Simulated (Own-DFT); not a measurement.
# Strain and stress in beta-Si3N4, 112 atoms (N64Si48)

All numbers below are calculated, not measured. The program, named Own-DFT, is a retired in-house plane-wave density functional code that no person has reviewed. Each row is one single-point run on a periodic cell that was not relaxed, without spin or spin-orbit coupling.

Settings of every run: PBE; PseudoDojo norm-conserving scalar-relativistic files; cutoff 42 hartree; 2 x 2 x 4 k mesh centred on Gamma; Fermi-Dirac smearing of 0.1 eV.

Known limits: forces on such cells moved up to 12 meV/angstrom on a denser k mesh; stress not checked against mesh or cutoff.

Unstrained cell vectors in Å: (15.212, 0.000, 0.000); (-7.606, 13.174, 0.000); (0.000, 0.000, 5.818). The unstrained cell has measured lattice constants (interpolated for alloys), not those of this functional. That, the random moves and any unrelaxed bonds set the pressure at no strain. Each run strains this cell uniformly, with the atoms carried along. Every atom was also moved at random, by a Gaussian of width 0.05 Å on each axis. Strain is the symmetric tensor, in per cent. Stress is positive in tension, and the pressure is minus a third of its trace.

```
run  e_xx (%)  e_yy (%)  e_zz (%)  e_yz (%)  e_xz (%)  e_xy (%)  s_xx (GPa)  s_yy (GPa)  s_zz (GPa)  s_yz (GPa)  s_xz (GPa)  s_xy (GPa)  P (GPa)  E (meV/atom)
  1      1.83     -1.03     -1.83      0.33     -0.42      1.04       -0.32      -13.79      -22.61        2.28       -0.80        3.61    12.24          53.3
  2     -0.79      1.88     -0.89     -1.69      1.03     -0.31       -9.99        0.59      -15.36       -4.72        3.71       -0.90     8.25          25.7
  3     -1.86     -1.68     -1.92      1.08      0.14      0.14      -21.00      -23.05      -30.76        4.64       -0.78        0.88    24.94          99.1
  4      1.58     -0.70      0.43      0.09      0.04     -1.20        1.37       -8.56       -8.15        1.47       -1.66       -4.31     5.12          16.6
  5      1.76     -0.46     -0.79     -0.43      1.15      0.26        1.27       -7.50      -13.28       -2.89        4.49        1.97     6.50           0.0
  6      0.51      0.14     -0.97      1.36     -1.69      1.06       -3.12       -5.38      -20.63        4.18       -5.31        4.92     9.71          46.9
  7     -1.90      1.84      0.49      1.85      1.86     -0.74      -15.50       -2.15       -6.79        6.67        4.38       -4.00     8.15          67.0
  8     -1.54     -1.94     -1.04     -1.34      0.68      0.38      -20.53      -23.03      -20.27       -5.90        1.77        1.61    21.28          60.7
  9     -0.36     -0.45     -0.94      0.44     -0.12      1.30      -10.34      -14.52      -15.02        3.61       -0.71        5.46    13.29          37.1
 10     -0.26     -0.13     -0.77     -1.68      1.18     -1.62      -11.77       -9.31      -14.49       -4.77        4.52       -6.83    11.85          48.9
 11      0.61     -1.53      0.67     -0.82     -0.17      0.22       -5.22      -15.58       -5.67       -2.81       -0.41        0.85     8.82          15.6
 12      0.69      0.87      0.63      0.58     -0.37     -0.99       -1.42        0.00       -5.53        1.66       -1.42       -2.82     2.32           5.7
 13     -0.13     -0.11      1.82      1.63      1.60      1.30       -7.96       -4.44       -0.79        6.29        5.25        5.83     4.40          33.9
 14     -1.14      1.75      0.10     -0.91     -0.79      1.22      -10.38       -0.77       -9.66       -4.18       -2.97        6.01     6.94          34.6
 15     -0.46     -1.86     -1.15     -1.88      0.26      0.45      -15.41      -18.48      -20.32       -7.63        0.18        2.70    18.07          53.5
 16      0.34     -1.68      0.94     -1.43      1.54     -0.97       -7.31      -16.59       -4.23       -5.24        4.54       -3.98     9.38          32.0
 17     -1.29     -0.10      1.57     -1.25     -1.56      1.85           ?           ?           ?           ?           ?           ?        ?             ?
```

E is the free energy for each atom above the lowest run shown.

## Worked fit

Each stress component was fitted by least squares to a constant and the strains of the runs shown, as fractions, with shears doubled. Shear strains stay in the fit of a normal stress only where such slopes are resolved. The slopes, in GPa:

| stress | at no strain | per e_xx | per e_yy | per e_zz | scatter |
|---|---|---|---|---|---|
| s_xx | -7.5 | 583 ± 24 | 164 ± 23 | 67 ± 28 | 1.11 |
| s_yy | -7.8 | 196 ± 33 | 560 ± 31 | 124 ± 38 | 1.50 |
| s_zz | -10.7 | 103 ± 47 | 89 ± 44 | 690 ± 54 | 2.13 |

Each shear stress against twice its own strain: yz 188 ± 14, xz 174 ± 11, xy 208 ± 10 GPa. These are stiffnesses along x, y and z of the frame in which the cell vectors are given, which need not be the crystal's axes. The atoms are held to the strained lattice; where symmetry lets them move under strain, relaxing them would lower some slopes. The table should be nearly symmetric about its diagonal, and what it lacks of that shows the noise. A ninth of its sum, 286 ± 6 GPa, estimates the bulk modulus near the mean pressure of these runs, 10.7 GPa, so it lies above the value at zero pressure.

## Withheld run

Question: what normal stresses and pressure should run 17 give?

The fit gives s_xx = -14.1, s_yy = -9.0, s_zz = -1.3 and P = 8.1 GPa. The calculation gave -12.40, -7.32, -2.80 and P = 7.51 GPa.
